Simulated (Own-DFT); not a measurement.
# Which arrangement is lower? C36Si36, 72 atoms

All numbers below are calculated, not measured. The program, named Own-DFT, is a retired in-house plane-wave density functional code that no person has reviewed. Each row is one single-point run on a periodic cell that was not relaxed, without spin or spin-orbit coupling.

Settings of every run: PBE; PseudoDojo norm-conserving scalar-relativistic files; cutoff 42 hartree; 4 x 4 x 3 k mesh centred on Gamma; Fermi-Dirac smearing of 0.1 eV.

Known limits, some of them of some rows only: some atoms lie very close together; not probed for a lower state with spin; forces on such cells passed a denser k mesh, each cell not checked; stress not checked against mesh or cutoff.

All cells hold the same atoms in the same cell, with vectors in Å (9.248, 0.000, 0.000); (-4.624, 8.009, 0.000); (0.000, 0.000, 10.068). Every atom was moved at random from its ideal site; u is the rms move along one axis. The defect's site can differ from row to row. E is the free energy of the cell above the lowest run. The arrangements:

- A: 2H SiC
- B: 4H SiC
- C: 4H SiC, with one C on a Si site and one Si on a C site, 1.9 Å apart

| arrangement | u (Å) | E (eV) | P (GPa) |
|---|---|---|---|
| A | 0.0261 | 0.000 | 3.72 |
| A | 0.0272 | 0.339 | 3.82 |
| A | 0.0284 | 0.215 | 3.75 |
| A | 0.0580 | 7.919 | 6.20 |
| A | 0.0615 | 8.019 | 6.21 |
| A | 0.0646 | 8.723 | 6.56 |
| B | 0.0295 | 0.104 | 3.63 |
| B | 0.0303 | 0.067 | 3.66 |
| B | 0.0325 | 0.871 | 3.94 |
| B | 0.0551 | 5.565 | 5.58 |
| B | 0.0559 | 6.754 | 5.91 |
| B | 0.0601 | 6.974 | 5.84 |
| C | 0.0264 | 12.021 | 7.80 |
| C | 0.0285 | 11.311 | 7.51 |
| C | 0.0322 | 10.599 | 7.22 |
| C | 0.0456 | 16.117 | 8.84 |
| C | 0.0482 | 15.273 | 8.70 |
| C | 0.0513 | 16.381 | 9.16 |

Question: once the cost of the random moves is taken out, how do the arrangements rank?

## Worked answer

Fit E = a + b u², with one b for all and one a for each arrangement, and with residuals divided by u², since the noise grows with the moves. Then b = 2608 eV/Å², the scatter at u = 0.04 Å is 0.88 eV, and against A:

- B: -0.40 ± 0.37 eV (not told apart from A)
- C: 11.18 ± 0.34 eV (higher)

These are energies of unrelaxed cells. Relaxing the atoms lowers the strained arrangements most, so the gaps would shrink and small ones could change sign.
